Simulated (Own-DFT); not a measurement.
# An alloy series: diamond-structure SiGe

These are calculations, not measurements. They come from Own-DFT, an in-house plane-wave density functional program, since retired, whose code no person has reviewed. Each row is one single-point run on a periodic cell that was not relaxed, without spin or spin-orbit coupling.

Settings of every run: PBE; PseudoDojo norm-conserving scalar-relativistic files; cutoff 42 hartree; 5 x 5 x 5 k mesh centred on Gamma; Fermi-Dirac smearing of 0.1 eV.

Known limits, some of them of some rows only: forces on such cells failed a check on a denser k mesh; forces on such cells moved up to 12 meV/angstrom on a denser k mesh; forces on such cells passed a denser k mesh, each cell not checked; stress not checked against mesh or cutoff.

Each cell has 16 atoms, with Ge and Si placed at random on their shared sites; x is the share of Ge. Lattice constants follow the straight line between measured values of the end members, and atoms start on the ideal sites of that lattice. Every atom was also moved at random, by a Gaussian of width 0.03 Å on each axis. u is the rms move along one axis. dE is the free energy for each Ge or Si site above the straight-line part, a + b x, of the fit below.

| x | cell | u (Å) | volume (Å³/atom) | P (GPa) | dE (meV/site) |
|---|---|---|---|---|---|
| 0.125 | Ge2Si14 | 0.0299 | 20.340 | 2.19 | 9.8 |
| 0.125 | Ge2Si14 | 0.0294 | 20.340 | 2.23 | 16.9 |
| 0.125 | Ge2Si14 | 0.0286 | 20.340 | 2.22 | 11.7 |
| 0.125 | Ge2Si14 | 0.0255 | 20.340 | 2.08 | 3.4 |
| 0.250 | Ge4Si12 | 0.0315 | 20.659 | ? | ? |
| 0.500 | Ge8Si8 | 0.0290 | 21.306 | 2.80 | 28.7 |
| 0.500 | Ge8Si8 | 0.0319 | 21.306 | 2.74 | 25.2 |
| 0.500 | Ge8Si8 | 0.0280 | 21.306 | 2.70 | 23.0 |
| 0.500 | Ge8Si8 | 0.0255 | 21.306 | 2.84 | 27.6 |
| 0.750 | Ge12Si4 | 0.0346 | 21.966 | 3.45 | 30.4 |
| 0.750 | Ge12Si4 | 0.0302 | 21.966 | 3.30 | 22.0 |
| 0.750 | Ge12Si4 | 0.0271 | 21.966 | 3.27 | 16.9 |
| 0.750 | Ge12Si4 | 0.0330 | 21.966 | 3.41 | 28.9 |
| 0.875 | Ge14Si2 | 0.0356 | 22.302 | 3.69 | 20.2 |
| 0.875 | Ge14Si2 | 0.0296 | 22.302 | 3.67 | 14.5 |
| 0.875 | Ge14Si2 | 0.0302 | 22.302 | 3.66 | 11.1 |
| 0.875 | Ge14Si2 | 0.0291 | 22.302 | 3.54 | 8.7 |

## Worked fit

Fit E = a + b x + W x (1 - x) + k (u² - 0.03²) to the rows shown. It gives W = 114 ± 15 meV/site and k = 23 ± 6 eV/Å², with a scatter of 3.5 meV/site. Part of W is bond strain that relaxing the atoms would remove. The pressures follow P = 2.03 + 1.02 x + 0.94 x² GPa, with a scatter of 0.07.

## Withheld member

Question: what pressure and dE should the cell at x = 0.250 give?

The fits give 2.3 GPa and 24 meV/site. The calculation gave 2.35 GPa and 19.8 meV/site.
